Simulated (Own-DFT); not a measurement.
# How strain changes the stress of 2H SiC, 72 atoms (C36Si36)

These are calculations, not measurements. They come from Own-DFT, an in-house plane-wave density functional program, since retired, whose code no person has reviewed. Each row is one single-point run on a periodic cell that was not relaxed, without spin or spin-orbit coupling.

Settings of every run: PBE; PseudoDojo norm-conserving scalar-relativistic files; cutoff 42 hartree; 4 x 4 x 3 k mesh centred on Gamma; Fermi-Dirac smearing of 0.1 eV.

Known limits: forces on such cells passed a denser k mesh, each cell not checked; stress not checked against mesh or cutoff.

Unstrained cell vectors in Å: (9.248, 0.000, 0.000); (-4.624, 8.009, 0.000); (0.000, 0.000, 10.068). The unstrained cell has measured lattice constants (interpolated for alloys), not those of this functional. That, the random moves and any unrelaxed bonds set the pressure at no strain. Each run strains this cell uniformly, with the atoms carried along. Every atom was also moved at random, by a Gaussian of width 0.05 Å on each axis. Strain is the symmetric tensor, in per cent. Stress is positive in tension, and the pressure is minus a third of its trace.

| run | e_xx (%) | e_yy (%) | e_zz (%) | e_yz (%) | e_xz (%) | e_xy (%) | s_xx (GPa) | s_yy (GPa) | s_zz (GPa) | s_yz (GPa) | s_xz (GPa) | s_xy (GPa) | P (GPa) | E (meV/atom) |
|---|---|---|---|---|---|---|---|---|---|---|---|---|---|---|
| 1 | 1.48 | 1.76 | 0.43 | -0.37 | -1.45 | 1.98 | 3.51 | 5.49 | -3.61 | -0.85 | -4.86 | 7.63 | -1.80 | 19.2 |
| 2 | 0.65 | 1.95 | 1.01 | 1.74 | -1.50 | -1.41 | 1.64 | 5.81 | -0.61 | 5.57 | -3.96 | -5.60 | -2.28 | 0.0 |
| 3 | -0.60 | -1.89 | 1.92 | 0.81 | -0.95 | 1.70 | -7.82 | -15.07 | 1.73 | 2.92 | -3.31 | 8.94 | 7.05 | 24.1 |
| 4 | -1.00 | 1.12 | 1.70 | -1.35 | -1.50 | 0.30 | -10.04 | 0.88 | 2.91 | -4.98 | -6.56 | -1.19 | 2.08 | 9.4 |
| 5 | 0.75 | 0.79 | -1.53 | 0.00 | 1.06 | -1.48 | -0.70 | -0.86 | -15.59 | 1.15 | 3.14 | -6.79 | 5.72 | 14.5 |
| 6 | 0.38 | 1.54 | -1.58 | -0.94 | 1.76 | 1.42 | -0.66 | 2.46 | -15.60 | -2.86 | 5.14 | 5.62 | 4.60 | 11.9 |
| 7 | 0.91 | -0.58 | 1.24 | 1.54 | 1.44 | -1.39 | 1.66 | -7.26 | -1.64 | 5.08 | 4.35 | -6.38 | 2.41 | 15.9 |
| 8 | -0.99 | -1.63 | 1.63 | 1.18 | -1.00 | 1.15 | -11.04 | -14.79 | 0.96 | 3.73 | -4.04 | 5.23 | 8.29 | 20.4 |
| 9 | -1.39 | -1.47 | 0.12 | 1.25 | -1.01 | -1.70 | -12.20 | -15.34 | -7.53 | 4.20 | -4.01 | -8.43 | 11.69 | 8.8 |
| 10 | 1.93 | -1.52 | -0.82 | 0.12 | -1.85 | 0.31 | 4.38 | -10.36 | -13.63 | 0.77 | -5.67 | 2.20 | 6.53 | 14.0 |
| 11 | -1.33 | 1.51 | 1.18 | -0.98 | -1.19 | 1.92 | -9.03 | 2.96 | -1.64 | -3.06 | -4.22 | 8.85 | 2.57 | 5.3 |
| 12 | 0.34 | 0.83 | -1.88 | -1.59 | 1.42 | 1.48 | -3.16 | 0.61 | -20.17 | -5.44 | 5.15 | 5.48 | 7.57 | 26.0 |
| 13 | -0.98 | 0.11 | -0.34 | -1.05 | -1.98 | 1.82 | -11.62 | -4.20 | -10.39 | -3.12 | -7.05 | 7.97 | 8.73 | 24.6 |
| 14 | -1.87 | -1.29 | 0.46 | 0.50 | -0.72 | -1.49 | -16.33 | -13.44 | -5.45 | 1.11 | -2.25 | -6.20 | 11.74 | 15.0 |
| 15 | -0.14 | -1.91 | -0.75 | 1.38 | 0.22 | -1.27 | -4.59 | -17.85 | -13.65 | 3.11 | 0.49 | -5.86 | 12.03 | 22.8 |
| 16 | -1.99 | 1.59 | -0.37 | 1.89 | 0.44 | 1.65 | -14.22 | 1.04 | -9.22 | 5.80 | 1.75 | 8.47 | 7.46 | 17.5 |
| 17 | 1.53 | -0.66 | 1.66 | -1.27 | 1.63 | -0.67 | ? | ? | ? | ? | ? | ? | ? | ? |

E is the free energy for each atom above the lowest run shown.

## Worked fit

Each stress component was fitted by least squares to a constant and the strains of the runs shown, as fractions, with shears doubled. Shear strains stay in the fit of a normal stress only where such slopes are resolved. The slopes, in GPa:

| stress | at no strain | per e_xx | per e_yy | per e_zz | scatter |
|---|---|---|---|---|---|
| s_xx | -4.4 | 549 ± 29 | 56 ± 22 | 28 ± 28 | 1.27 |
| s_yy | -5.1 | 98 ± 24 | 548 ± 19 | 28 ± 23 | 1.05 |
| s_zz | -8.0 | 7 ± 19 | 57 ± 15 | 585 ± 19 | 0.84 |

Each shear stress against twice its own strain: yz 162 ± 9, xz 158 ± 7, xy 238 ± 9 GPa. These are stiffnesses along x, y and z of the frame in which the cell vectors are given, which need not be the crystal's axes. The atoms are held to the strained lattice; where symmetry lets them move under strain, relaxing them would lower some slopes. The table should be nearly symmetric about its diagonal, and what it lacks of that shows the noise. A ninth of its sum, 217 ± 3 GPa, estimates the bulk modulus near the mean pressure of these runs, 5.9 GPa, so it lies above the value at zero pressure.

## Withheld run

Question: what normal stresses and pressure should run 17 give?

The fit gives s_xx = 4.1, s_yy = -6.8, s_zz = 1.5 and P = 0.4 GPa. The calculation gave 2.33, -6.26, 3.04 and P = 0.30 GPa.
